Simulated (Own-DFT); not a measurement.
SiC (3C silicon carbide, atoms displaced) (calculated)

All values are calculated (Own-DFT development build). A calculation, not a measurement: plane-wave PBE density functional theory by an unreviewed code, no spin, of a simulated periodic cell, stress positive in tension, free energy of the whole cell less one offset for each atom, forces on such cells passed a denser k mesh, this cell's mesh not checked; offsets are fitted by least squares, one for each functional and potential file, so energies compare only between cells with the same atoms and settings and are not formation energies; the far tail of each file's local potential was reset to the Coulomb form; each entry is a single point on an unrelaxed cell, so the pressure reflects the starting lattice, mostly measured values (interpolated for alloys), from which strain is counted, and rises with the displacements; printed positions are rounded, which can move forces by about a meV/angstrom; the program, named Own-DFT, is a retired in-house code; no spin-orbit coupling.

## SiC (3C silicon carbide, atoms displaced)

```
CELL_PARAMETERS angstrom
13.07880 0.00000 0.00000
0.00000 8.71920 0.00000
0.00000 0.00000 8.71920
ATOMIC_POSITIONS crystal
Si 0.99605 0.99095 0.99135
Si 0.99577 0.24431 0.24964
Si 0.15855 0.01065 0.26773
Si 0.16368 0.25573 0.00510
C 0.08190 0.13340 0.12702
C 0.08742 0.37698 0.37880
C 0.24900 0.11818 0.37108
C 0.25654 0.37239 0.12872
Si 0.99675 0.99226 0.49681
Si 0.00088 0.24066 0.74904
Si 0.16492 0.00834 0.74312
Si 0.17122 0.25781 0.49216
C 0.08440 0.12960 0.61885
C 0.08405 0.37884 0.87760
C 0.25356 0.12796 0.88045
C 0.24853 0.37939 0.61823
Si 0.00463 0.51231 0.00928
Si 0.99400 0.75937 0.23459
Si 0.15985 0.49570 0.25305
Si 0.16409 0.75092 0.99700
C 0.08381 0.62383 0.12700
C 0.09261 0.87747 0.37147
C 0.24768 0.62593 0.36560
C 0.25153 0.86997 0.12444
Si 0.00508 0.50982 0.49875
Si 0.00628 0.74734 0.74631
Si 0.16870 0.50242 0.73425
Si 0.16357 0.74333 0.50711
C 0.08414 0.62783 0.62133
C 0.07754 0.87937 0.87144
C 0.24872 0.63645 0.86937
C 0.24906 0.87292 0.62171
Si 0.32560 0.01264 0.00510
Si 0.32542 0.25838 0.25164
Si 0.50214 0.00384 0.25869
Si 0.49475 0.25019 0.00358
C 0.41553 0.12896 0.12483
C 0.41615 0.37713 0.37849
C 0.57867 0.11913 0.38821
C 0.58374 0.37462 0.13188
Si 0.32674 0.99375 0.50096
Si 0.33480 0.24155 0.75286
Si 0.51211 0.98831 0.76171
Si 0.49153 0.25045 0.50195
C 0.41680 0.12251 0.62211
C 0.42175 0.37276 0.87882
C 0.58207 0.12412 0.86190
C 0.58806 0.36829 0.64127
Si 0.33325 0.48136 0.00451
Si 0.33364 0.75136 0.25460
Si 0.49601 0.49338 0.24968
Si 0.50138 0.76181 0.99812
C 0.41768 0.61103 0.11553
C 0.41556 0.87381 0.37224
C 0.58558 0.63128 0.37920
C 0.58486 0.88047 0.13616
Si 0.33200 0.49541 0.49289
Si 0.32781 0.76048 0.76008
Si 0.49914 0.50492 0.75118
Si 0.50570 0.74804 0.50804
C 0.41999 0.62489 0.61781
C 0.41653 0.88821 0.86713
C 0.58355 0.61471 0.86797
C 0.58139 0.87553 0.61732
Si 0.66763 0.00603 0.00745
Si 0.66859 0.26590 0.24366
Si 0.82794 0.00369 0.23305
Si 0.83625 0.24994 0.98696
C 0.75253 0.12834 0.12623
C 0.74616 0.36966 0.36560
C 0.91710 0.12861 0.36948
C 0.91901 0.38156 0.12659
Si 0.66616 0.99085 0.51421
Si 0.67185 0.23881 0.75306
Si 0.83288 0.00466 0.74636
Si 0.83794 0.26187 0.49211
C 0.74592 0.12443 0.61833
C 0.74814 0.37557 0.87154
C 0.92214 0.13304 0.88455
C 0.91799 0.38599 0.62667
Si 0.66707 0.49913 0.00678
Si 0.67129 0.74953 0.25050
Si 0.84044 0.50239 0.25127
Si 0.83560 0.73565 0.98818
C 0.75340 0.63813 0.13485
C 0.74303 0.87339 0.37002
C 0.91347 0.62677 0.37092
C 0.92489 0.86827 0.12481
Si 0.66957 0.50221 0.50926
Si 0.66270 0.75383 0.73891
Si 0.83433 0.48560 0.74171
Si 0.83059 0.74490 0.51111
C 0.75112 0.62268 0.62565
C 0.74912 0.87919 0.87196
C 0.91777 0.63221 0.88689
C 0.91849 0.86424 0.61482
```

```
functional                        : PBE
potential files                   : PseudoDojo norm-conserving, scalar-relativistic, standard set
wave cutoff                       : 42 hartree
occupations                       : Fermi-Dirac
smearing width                    : 0.1 eV
hardware                          : one NVIDIA H200
k mesh                            : 3 x 4 x 4 centred on Gamma
free energy of cell above offsets : -3.266 eV
pressure                          : 6.76 GPa
stress xx                         : -6.99 GPa
stress yy                         : -6.78 GPa
stress zz                         : -6.51 GPa
stress yz                         : 0.8 GPa
stress xz                         : 0.38 GPa
stress xy                         : -0.57 GPa
wall time                         : 573.9 s
```

Force:
```tsv
element	x (eV/Å)	y (eV/Å)	z (eV/Å)
Si	1.168	1.897	2.241
Si	1.175	2.151	-0.586
Si	2.007	-0.588	-4.988
Si	0.895	-0.423	-0.677
C	-0.269	-1.763	-0.272
C	-2.264	-0.487	-0.432
C	0.547	2.606	1.469
C	-4.677	0.852	-0.495
Si	1.249	1.107	-0.995
Si	0.934	2.71	0.163
Si	0.754	-0.881	1.094
Si	-0.543	-1.746	1.05
C	-0.639	-0.385	-0.278
C	-0.003	0.463	-1.118
C	-3.178	0.827	-1.404
C	1.278	-1.25	0.75
Si	-1.421	-2.595	-1.986
Si	4.572	-3.971	5.535
Si	2.508	1.594	-1.1
Si	0.907	0.504	0.875
C	0.486	1.511	0.435
C	-4.293	-2.328	2.113
C	-0.443	-0.904	1.98
C	-1.176	1.511	-0.055
Si	-1.597	-1.014	-1.049
Si	-2.365	0.461	0.946
Si	-0.04	-0.061	3.265
Si	2.298	1.919	-3.098
C	-0.617	-0.811	0.958
C	2.038	-0.483	-0.893
C	-0.859	-3.004	0.883
C	-1.421	0.09	1.278
Si	2.349	-2.684	0.879
Si	3.458	-3.074	1.327
Si	-1.272	-0.179	-0.461
Si	2.005	-0.599	-0.559
C	-0.381	-0.091	1.299
C	-0.808	-0.856	-1.029
C	1.385	1.653	-0.854
C	-0.804	0.318	-2.049
Si	2.726	0.766	-0.705
Si	0.895	1.337	-0.803
Si	-3.432	1.599	-3.262
Si	2.877	-0.397	0.828
C	-1.096	-1.043	1.033
C	-1.981	0.124	-1.375
C	1.563	0.577	4.334
C	-1.216	1.104	-2.293
Si	0.904	3.673	-2.056
Si	0.29	-0.81	-1.926
Si	1.174	2.028	0.633
Si	-0.507	-1.93	0.341
C	-0.065	2.184	1.214
C	0.385	-0.018	1.317
C	0.096	-1.763	-0.576
C	0.003	-0.413	-1.748
Si	0.408	2.43	0.692
Si	2.535	-0.537	-2.258
Si	-0.152	-1.928	-0.846
Si	-2.586	-0.135	-2.938
C	-1.625	-0.113	1.626
C	-0.548	-1.325	2.401
C	1.059	3.29	1.736
C	0.548	-0.817	2.9
Si	-0.767	-0.782	-1.217
Si	-1.162	-4.644	1.465
Si	1.967	-2.027	3.641
Si	-0.937	1.977	3.136
C	-1.037	1.883	-2.287
C	2.778	3.075	2.548
C	-0.999	-1.558	1.014
C	-0.11	-0.919	-0.78
Si	0.153	2.207	-4.565
Si	-1.552	1.787	-0.713
Si	0.327	-0.715	-0.021
Si	-1.552	-1.639	0.086
C	3.067	0.383	0.847
C	1.047	-0.823	0.745
C	-0.871	-2.299	-2.808
C	1.899	-2.718	-1.879
Si	-0.038	1.007	-0.752
Si	-2.648	0.33	0.716
Si	-2.507	-0.502	-0.581
Si	-3.2	4.394	3.151
C	0.608	-2.99	-2.591
C	2.678	1.265	2.04
C	1.899	0.957	1.468
C	-5.491	4.163	-4.018
Si	-1.888	-1.66	-1.646
Si	1.064	-1.548	2.338
Si	-1.432	3.69	3.014
Si	-0.045	0.531	-3.713
C	0.332	0.033	1.153
C	0.274	-0.638	0.157
C	2.892	-3.627	-4.727
C	0.056	1.526	2.347
```
